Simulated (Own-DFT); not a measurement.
# What a defect does to the pressure of its cell: zincblende InP

Calculated, not measured: single-point runs of Own-DFT, a retired in-house plane-wave DFT program that no person has reviewed, on unrelaxed cells, without spin or spin-orbit coupling.

All runs used: PBE; PseudoDojo norm-conserving scalar-relativistic files; cutoff 36 hartree; 2 x 3 x 3 k mesh centred on Gamma; Fermi-Dirac smearing of 0.1 eV.

Caveats (not all hold for every row): not probed for a lower state with spin; forces on such cells failed a check on a denser k mesh; forces not confirmed at this smearing and k mesh; stress not checked against mesh or cutoff.

All runs share one cell, with vectors in Å (17.606, 0.000, 0.000); (0.000, 11.737, 0.000); (0.000, 0.000, 11.737) and a volume of 2425.5 Å³. u is the rms random offset of the atoms per axis. The defect's site can differ from row to row.

| cell | formula | u (Å) | P (GPa) |
|---|---|---|---|
| no defect | In48P48 | 0.0202 | 3.21 |
| no defect | In48P48 | 0.0472 | 3.46 |
| no defect | In48P48 | 0.0509 | 3.57 |
| two P on an In site each | In46P50 | 0.0301 | 3.02 |
| two P on an In site each | In46P50 | 0.0317 | 3.01 |
| two P on an In site each | In46P50 | 0.0481 | ? |
| two P on an In site each | In46P50 | 0.0527 | 3.34 |
| one In on a P site and one P on an In site | In48P48 | 0.0309 | 3.51 |
| one In on a P site and one P on an In site | In48P48 | 0.0489 | 3.78 |
| one In on a P site and one P on an In site | In48P48 | 0.0522 | 3.98 |

## Worked fit

P = P0 + c u² + a shift for each defect gives P0 = 3.09 GPa, c = 187 ± 22 GPa/Å² and a scatter of 0.06 GPa. The shifts, and each times the cell's volume:

- one In on a P site and one P on an In site: 0.29 ± 0.05 GPa, 4.4 eV
- two P on an In site each: -0.26 ± 0.05 GPa, -3.9 eV (-1.9 eV for each of its 2 sites)

Against the defect-free cell, a freed cell would be larger where the shift is positive and smaller where it is negative (160.2 GPa Å³ is 1 eV). The atoms around the defects weren't relaxed, which would change these numbers.

## Test on the hidden row

Asked: what pressure belongs in the blank (two P on an In site each, u = 0.0481 Å)?

From the fit: 3.26 ± 0.07 GPa. The run itself gave 3.25 GPa.
